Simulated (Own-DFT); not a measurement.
# Computed records: Hf$_{36}$O$_{71}$ (tetragonal hafnia with one neutral oxygen vacancy, atoms displaced)

A calculation, not a measurement: plane-wave PBE and HSE06 DFT by an unreviewed code, no spin, of a simulated cell at Gamma alone, so results move with cell size and shape, stress positive in tension, energies less offsets, not probed for a lower state with spin; hafnium file: forces about 75 meV/angstrom off all-electron values; oxygen file: force components 24 meV/angstrom off all-electron in a glass; k mesh not checked against a denser one; forces and stress are PBE's, HSE06 gives the energy alone, and its difference from PBE has offsets of its own; offsets are fitted by least squares, one for each functional and potential file, so energies compare only between cells with the same atoms and settings and are not formation energies; the far tail of each file's local potential was reset to the Coulomb form; each entry is a single point on an unrelaxed cell, so the pressure reflects the starting lattice, taken from the Materials Project, from which strain is counted, and rises with the displacements; printed positions are rounded, which can move forces by about a meV/angstrom; the program is a retired in-house code; no spin-orbit coupling. Program: Own-DFT development build.

Settings shared by all entries: first functional PBE; second functional HSE06; exact exchange share 0.25; screening 0.11 1/bohr; exchange divergence Gygi-Baldereschi; potential files PseudoDojo norm-conserving, scalar-relativistic, made for PBE, standard set; wave cutoff 48 hartree; occupations fixed; k mesh 1 x 1 x 1 centred on Gamma.

(1) Hf$_{36}$O$_{71}$ (tetragonal hafnia with one neutral oxygen vacancy, atoms displaced)

```xyz
107
Lattice="10.7800 0.0000 0.0000 0.0000 10.7800 0.0000 0.0000 0.0000 10.4493" Properties=species:S:1:pos:R:3 Hf36O71
Hf    10.6276     0.0112    10.4330
Hf     1.7835     1.8550     2.6053
O      0.0700     1.8013     1.7103
O      1.7049     0.1288     3.6969
O      0.1470     1.8555     4.3884
O      1.7591     0.1937     1.1537
Hf    10.7472    10.6970     5.1632
Hf     1.7344     1.8195     7.9484
O      0.0016     1.8255     6.8245
O      1.7769    10.7254     8.8545
O     10.7628     1.9340     9.4286
O      1.8602    10.7139     6.1039
Hf    10.7043     3.6269    10.4228
Hf     1.7249     5.5415     2.5330
O     10.7780     5.3242     1.5010
O      1.8570     3.5873     3.8264
O     10.7026     5.3894     4.2660
O      1.8339     3.4844     1.0040
Hf     0.0537     3.6577     5.2233
Hf     1.7833     5.3378     7.8994
O      1.7667     3.6401     8.8800
O      0.0496     5.4670     9.4347
O      1.7381     3.4547     6.2281
Hf     0.0404     7.2064    10.3714
Hf     1.7926     8.9872     2.6314
O     10.7150     8.9532     1.6461
O      1.7926     7.1086     3.6611
O     10.7664     8.9106     4.2980
O      1.7413     7.0875     1.0093
Hf     0.0490     7.1821     5.3774
Hf     1.8799     9.1272     7.8643
O      0.0801     9.0922     6.7742
O      1.8873     7.2338     8.7440
O      0.0740     9.0804     9.4587
O      1.7358     7.2138     6.1021
Hf     3.5689    10.7784    10.4104
Hf     5.3652     1.9160     2.6000
O      3.6784     1.7069     1.5693
O      5.2890     0.0046     3.7704
O      3.6012     1.7577     4.3616
O      5.4029    10.7594     1.0693
Hf     3.6620    10.7528     5.2139
Hf     5.4393     1.8759     7.8270
O      3.5256     1.6790     6.7525
O      5.3315     0.1165     8.7864
O      3.5216     1.6585     9.3096
O      5.3907     0.0459     6.1550
Hf     3.5173     3.6072     0.0237
Hf     5.5203     5.3872     2.4763
O      3.6069     5.2977     1.5752
O      5.2865     3.5672     3.6348
O      3.5879     5.4183     4.0002
O      5.4121     3.3632     1.0403
Hf     3.5681     3.7000     5.1296
Hf     5.3563     5.3592     7.8330
O      3.5561     5.4113     6.7793
O      5.4048     3.6114     8.9172
O      3.6111     5.4160     9.5193
O      5.4216     3.5747     6.2994
Hf     3.8174     7.0856    10.4296
Hf     5.3862     9.0641     2.5914
O      3.6121     9.1477     1.5066
O      5.4134     7.2073     3.4616
O      3.5034     9.0133     4.2942
O      5.4092     7.0657     0.8672
Hf     3.6394     7.3421     5.2474
Hf     5.3159     8.9927     7.8628
O      3.5276     8.8838     6.9073
O      5.2909     7.2806     8.8377
O      3.6618     8.9539     9.4391
O      5.3625     7.2366     6.3399
Hf     6.9646    10.7019     0.0032
Hf     8.9557     1.7747     2.5633
O      7.2704     1.9404     1.6731
O      9.0210    10.7373     3.6336
O      7.1966     1.9370     4.2934
O      8.9624     0.0259     1.1076
Hf     7.1374    10.6908     5.2154
Hf     8.9352     1.9318     7.7420
O      7.1709     1.7360     6.7274
O      9.0431     0.0282     8.8863
O      7.1787     1.6607     9.3361
O      8.9949    10.7213     6.1777
Hf     7.2536     3.6634     0.1364
Hf     8.8358     5.3571     2.6224
O      7.1774     5.3922     1.6381
O      9.0335     3.7014     3.7600
O      7.0933     5.3436     4.2864
O      8.9449     3.5848     1.0611
Hf     7.2471     3.5593     5.2629
Hf     8.9633     5.4891     7.7379
O      7.1790     5.4576     6.8129
O      8.9746     3.4377     8.9163
O      7.1452     5.3903     9.3383
O      8.8964     3.6315     6.1989
Hf     7.1035     7.1601     0.0278
Hf     8.9834     8.9031     2.6415
O      7.4212     8.8734     1.5114
O      8.9231     7.2629     3.6833
O      7.2266     9.0201     4.1228
O      8.9754     7.0756     1.2145
Hf     7.1413     7.2518     5.2678
Hf     9.0028     8.9103     7.8612
O      7.2757     8.9770     6.7849
O      9.1826     7.0824     8.9337
O      7.1159     8.8323     9.3670
O      8.9132     7.1655     6.1525
```

```
PBE energy of cell above offsets : -88.038 eV
HSE06 less PBE above offsets     : 0.564 eV
PBE pressure                     : 5.04 GPa
PBE stress xx                    : -7.02 GPa
PBE stress yy                    : -3.5 GPa
PBE stress zz                    : -4.59 GPa
PBE stress yz                    : -0.83 GPa
PBE stress xz                    : -1.13 GPa
PBE stress xy                    : 0.13 GPa
```

Force:
```csv
element,x (eV/Å),y (eV/Å),z (eV/Å)
Hf,0.652,1.263,0.751
Hf,1.059,-0.58,2.047
O,-3.148,0.865,-1.134
O,0.431,-2.753,-1.758
O,-1.262,-0.453,-1.559
O,0.296,-1.836,-2.286
Hf,1.298,1.83,0.937
Hf,0.946,-0.35,-3.072
O,-0.917,-0.299,1.375
O,0.164,2.379,1.642
O,0.866,-2.342,0.562
O,-1.041,-0.788,1.846
Hf,1.201,0.784,0.802
Hf,0.956,-2.197,1.024
O,-0.881,-0.518,0.872
O,-0.293,1.229,-2.415
O,0.688,1.749,-0.193
O,-0.894,0.275,-0.013
Hf,-0.343,-1.774,-0.183
Hf,-0.563,1.898,-1.586
O,0.779,-0.266,0.882
O,0.348,-2.204,-1.026
O,1.571,1.798,1.982
Hf,-0.519,0.663,1.652
Hf,-1.259,1.543,0.403
O,2.029,0.145,-0.607
O,-0.019,2.494,-0.722
O,0.637,-0.357,-1.559
O,1.863,0.708,0.108
Hf,-2.221,-0.192,-3.099
Hf,-2.843,-2.116,-1.261
O,-1.537,-1.192,1.624
O,-0.673,-0.74,0.432
O,-0.607,-1.852,-0.057
O,3.658,-0.578,1.958
Hf,-1.782,0.468,1.003
Hf,-0.107,-1.122,1.654
O,-0.721,0.454,-0.039
O,1.346,-1.002,-2.884
O,0.525,1.426,-2.21
O,-0.242,-0.472,0.586
Hf,-2.19,3.851,1.174
Hf,-1.422,0.397,-1.525
O,0.798,0.657,2.336
O,0.502,-2.945,1.257
O,-0.149,2.611,1.332
O,0.815,-1.449,2.239
Hf,1.002,-1.463,0.049
Hf,-6.23,-1.118,5.043
O,0.829,0.243,-1.063
O,0.27,1.471,-0.629
O,0.69,1.141,2.054
O,0.18,1.995,-0.614
Hf,-0.536,-1.054,0.313
Hf,0.318,-0.6,-0.784
O,0.134,-0.269,0.557
O,-0.483,0.171,-0.078
O,0.169,-1.699,-1.796
O,-0.467,0.702,0.296
Hf,-6.829,2.189,-1.893
Hf,0.617,1.039,0.923
O,-0.032,-1.572,1.709
O,-0.003,0.829,0.271
O,0.243,-1.126,-2.532
O,2.132,0.071,4.017
Hf,-1.805,-3.733,-0.024
Hf,0.672,1.079,-0.604
O,2.589,-0.038,-1.645
O,0.259,-2.538,0.5
O,0.23,0.862,0.19
O,0.379,0.424,-1.039
Hf,4.506,0.807,-2.361
Hf,2.317,-0.655,2.89
O,-2.16,-0.604,-1.166
O,-0.133,1.237,-0.304
O,0.062,-3.532,-2.214
O,-1.017,0.81,-1.032
Hf,1.877,2.26,0.346
Hf,0.826,-3.476,-0.602
O,0.246,0.406,0.902
O,0.102,-1.16,-0.709
O,-0.472,1.188,1.668
O,-1.117,-0.036,0.59
Hf,-1.79,-2.397,-3.283
Hf,4.769,1.637,2.776
O,0.702,-0.819,-3.438
O,-0.704,-1.455,-2.013
O,-0.178,1.493,-1.573
O,1.122,0.59,0.605
Hf,-2.217,0.959,-0.263
Hf,0.371,-1.429,0.114
O,-0.607,0.458,0.528
O,-0.485,4.173,0.848
O,0.26,0.481,1.657
O,2.672,0.352,2.819
Hf,4.772,0.377,-1.283
Hf,1.602,0.793,1.074
O,-5.264,0.519,-1.229
O,-0.787,-2.625,0.371
O,-1.469,-0.708,0.174
O,-0.037,-0.379,-2.617
Hf,0.491,-0.829,-1.381
Hf,1.438,2.655,-0.514
O,-1.574,-0.136,0.131
O,-1.377,1.846,-1.018
O,0.144,1.513,0.278
O,0.986,-0.435,2.717
```

(2) Hf$_{36}$O$_{71}$ (tetragonal hafnia with one neutral oxygen vacancy, atoms displaced)

```xyz
107
Lattice="10.7800 0.0000 0.0000 0.0000 10.7800 0.0000 0.0000 0.0000 10.4493" Properties=species:S:1:pos:R:3 Hf36O71
Hf    10.7253     0.0762     0.0644
Hf     1.7699     1.8330     2.6362
O      0.0448     1.7412     1.5882
O      1.8348    10.7514     3.7134
O      0.2109     1.7968     4.3754
O      1.6879     0.0832     0.9278
Hf     0.0841     0.1171     5.1968
Hf     1.7389     1.7932     7.8414
O     10.7298     1.7215     6.8122
O      1.7384     0.0218     8.7602
O     10.6255     1.8993     9.4361
O      1.8638    10.6828     6.2184
Hf    10.7673     3.6910    10.4193
Hf     1.7559     5.3643     2.5052
O      0.0142     5.3485     1.5673
O      1.8294     3.6555     3.6286
O      0.0869     5.4958     4.1281
O      1.7783     3.5533     1.0006
Hf     0.0483     3.5264     5.2512
Hf     1.7483     5.3936     7.6851
O      0.1846     5.2937     6.8543
O      1.7684     3.7161     8.7564
O      0.0366     5.3955     9.3864
O      1.7789     3.6291     6.1757
Hf     0.0426     7.1509    10.4103
Hf     1.7855     9.0732     2.5326
O     10.7064     8.9560     1.4668
O      1.7867     7.2214     3.6704
O     10.7387     8.9675     4.2775
O      1.8416     7.0252     0.8378
Hf    10.7344     7.0811     5.3588
Hf     1.6915     8.9569     7.9653
O     10.6708     8.9481     6.7849
O      1.8985     7.2124     8.9386
O     10.7660     8.9321     9.4368
O      1.7813     7.1919     6.0847
Hf     3.6091    10.7660    10.4184
Hf     5.5073     1.6572     2.6096
O      3.5779     1.8762     1.4706
O      5.4308     0.1018     3.6039
O      3.6390     1.7526     4.1281
O      5.4852    10.6956     1.0643
Hf     3.6336    10.6102     5.1897
Hf     5.5217     1.8028     7.9563
O      3.6885     1.9003     6.8025
O      5.5350    10.7149     8.8488
O      3.6501     1.8602     9.5571
O      5.2403    10.7599     6.3019
Hf     3.5338     3.7303     0.1826
Hf     5.3588     5.3915     2.5346
O      3.6824     5.4809     1.6982
O      5.5758     3.5633     3.6043
O      3.5787     5.4467     4.1462
O      5.5847     3.6186     1.1732
Hf     3.6260     3.5557     5.2050
Hf     5.5001     5.3392     7.9185
O      3.5858     5.3043     6.8768
O      3.5536     5.3443     9.4566
O      5.3964     3.5272     6.3222
Hf     3.5363     7.3051     0.0175
Hf     5.4997     8.9777     2.5314
O      3.5800     8.8683     1.7199
O      5.2163     7.2691     3.6712
O      3.5976     8.9675     4.2059
O      5.2260     7.0420     1.1531
Hf     3.6120     7.1764     5.2416
Hf     5.2714     8.9954     7.8313
O      3.5152     8.9391     6.9067
O      5.2523     7.2638     8.8937
O      3.5899     9.0348     9.4083
O      5.4894     7.1461     6.2361
Hf     7.1638    10.7660     0.0208
Hf     9.0471     1.8920     2.6403
O      7.0737     1.8298     1.5389
O      8.7681     0.0082     3.6358
O      7.1267     1.8922     4.1492
O      9.0440    10.6964     1.0300
Hf     7.1429     0.0374     5.2576
Hf     8.8418     1.5927     7.8929
O      7.2177     1.7270     6.7095
O      8.9162     0.0196     8.7216
O      7.2330     1.8118     9.4106
O      8.9862    10.6436     6.1635
Hf     7.0727     3.7097    10.3408
Hf     8.9484     5.3895     2.5735
O      7.0710     5.4350     1.5733
O      8.9643     3.7235     3.4567
O      7.2059     5.4907     4.1288
O      8.9484     3.5341     1.0386
Hf     7.1941     3.6414     5.2681
Hf     8.9537     5.2593     7.8538
O      7.0856     5.5242     6.8708
O      9.1979     3.6519     8.9377
O      7.2549     5.3469     9.4167
O      9.1154     3.6007     6.3030
Hf     7.1542     7.4013     0.1331
Hf     9.0188     8.7984     2.6537
O      7.3101     8.8574     1.5748
O      8.9600     7.2743     3.7876
O      7.0715     9.0539     4.3666
O      9.0748     7.0757     1.0417
Hf     7.0783     7.1551     5.1745
Hf     8.9017     8.9972     7.8266
O      7.1742     8.8398     6.7812
O      9.0083     7.1410     8.8380
O      7.1395     8.9323     9.4547
O      9.1139     7.1964     6.2666
```

```
PBE energy of cell above offsets : -86.397 eV
HSE06 less PBE above offsets     : 0.725 eV
PBE pressure                     : 5.34 GPa
PBE stress xx                    : -5.67 GPa
PBE stress yy                    : -5.09 GPa
PBE stress zz                    : -5.27 GPa
PBE stress yz                    : 2.28 GPa
PBE stress xz                    : 0.5 GPa
PBE stress xy                    : 0.11 GPa
```

Force:
```csv
element,x (eV/Å),y (eV/Å),z (eV/Å)
Hf,-0.002,-0.473,-1.908
Hf,2.978,0.001,0.134
O,-1.096,0.276,1.185
O,-0.625,0.495,-2.045
O,-0.86,1.897,-3.981
O,2.965,-1.184,1.032
Hf,-0.451,-6.069,2.474
Hf,1.365,1.503,-0.945
O,0.276,-0.156,0.41
O,0.321,0.417,1.508
O,1.111,-2.282,0.33
O,-0.727,0.866,0.275
Hf,-1.114,-0.269,-0.516
Hf,0.768,2.227,3.204
O,-0.775,-0.28,-0.662
O,-0.345,-1.242,-0.71
O,-1.027,-2.478,0.248
O,-0.637,0.616,0.916
Hf,0.65,3.381,0.272
Hf,5.728,0.975,4.084
O,-7.065,0.334,-3.18
O,-0.238,-2.888,0.883
O,-0.009,0.99,0.144
O,0.626,-1.024,0.068
Hf,-1.04,0.166,-0.846
Hf,-1.87,-1.961,3.144
O,1.664,-0.3,1.383
O,0.462,0.636,-3.088
O,-0.059,1.092,-1.291
O,-1.617,0.142,2.727
Hf,1.808,2.275,-3.178
Hf,-1.164,-0.07,-2.697
O,1.761,0.388,2
O,-0.573,-0.148,-1.563
O,0.193,1.521,-0.258
O,0.832,-0.191,2.743
Hf,-0.699,2.707,0.532
Hf,-2.521,5.315,-0.204
O,0.168,-1.157,2.072
O,0.05,-4.691,1.56
O,-0.73,0.432,0.659
O,-1.651,-0.81,-0.44
Hf,-1.591,2.66,0.335
Hf,-2.559,1.05,-1.797
O,-1.374,-0.007,1.596
O,-0.333,1.283,1.183
O,0.617,-0.698,-1.5
O,2.474,-0.438,0.275
Hf,2.174,-1.065,-1.428
Hf,1.503,-0.756,3.691
O,-4.058,-2.086,-2.472
O,-1.121,0.788,1.103
O,0.439,-1.48,1.412
O,-3.314,0.63,-2.058
Hf,0.285,-0.086,-0.207
Hf,-3.455,0.508,0.464
O,1.634,0.428,-0.884
O,1.295,0.42,1.079
O,1.755,0.817,0.033
Hf,1.828,-2.329,-1.677
Hf,-1.663,-0.711,3.289
O,0.464,1.148,-1.998
O,2.017,-0.118,-0.697
O,0.223,-0.128,-0.231
O,2.936,2.932,-1.657
Hf,-0.257,-0.771,-1.014
Hf,1.177,-1.269,-1.409
O,0.296,-0.467,-0.578
O,0.833,-1.203,0.228
O,-0.124,1.197,0.734
O,-3.433,0.304,0.921
Hf,1.452,1.261,-0.108
Hf,-2.767,-1.352,-1.575
O,3.875,-1.71,-0.815
O,1.049,0.867,-1.083
O,1.434,-0.427,1.205
O,-2.362,0.895,-0.591
Hf,0.757,0.136,-0.732
Hf,2.754,6.187,-2.575
O,-0.739,0.272,0.912
O,-0.063,-4.17,3.775
O,-0.291,-0.383,-0.425
O,-0.61,1.147,0.711
Hf,1.376,-2.152,2.639
Hf,-0.435,2.524,-0.983
O,3.011,0.879,-0.663
O,0.694,-3.166,3.147
O,0.214,-1.77,0.665
O,0.24,0.231,-0.388
Hf,-1.549,-0.236,-1.556
Hf,0.972,2.111,0.254
O,2.964,-1.404,-1.254
O,-1.978,-0.835,-1.097
O,-0.823,2.613,-1.16
O,-2.35,0.756,-0.798
Hf,0.476,-4.933,-0.555
Hf,2.679,2.854,1.296
O,-1.67,0.263,-0.037
O,-0.542,-2.068,-1.208
O,-0.603,-1.35,-2.421
O,-1.571,0.493,0.347
Hf,2.088,1.869,0.803
Hf,1.263,-3.018,-2.017
O,-0.573,1.166,1.569
O,-0.442,0.26,0.252
O,0.639,1.976,-0.266
O,-4.071,-1.328,1.523
```
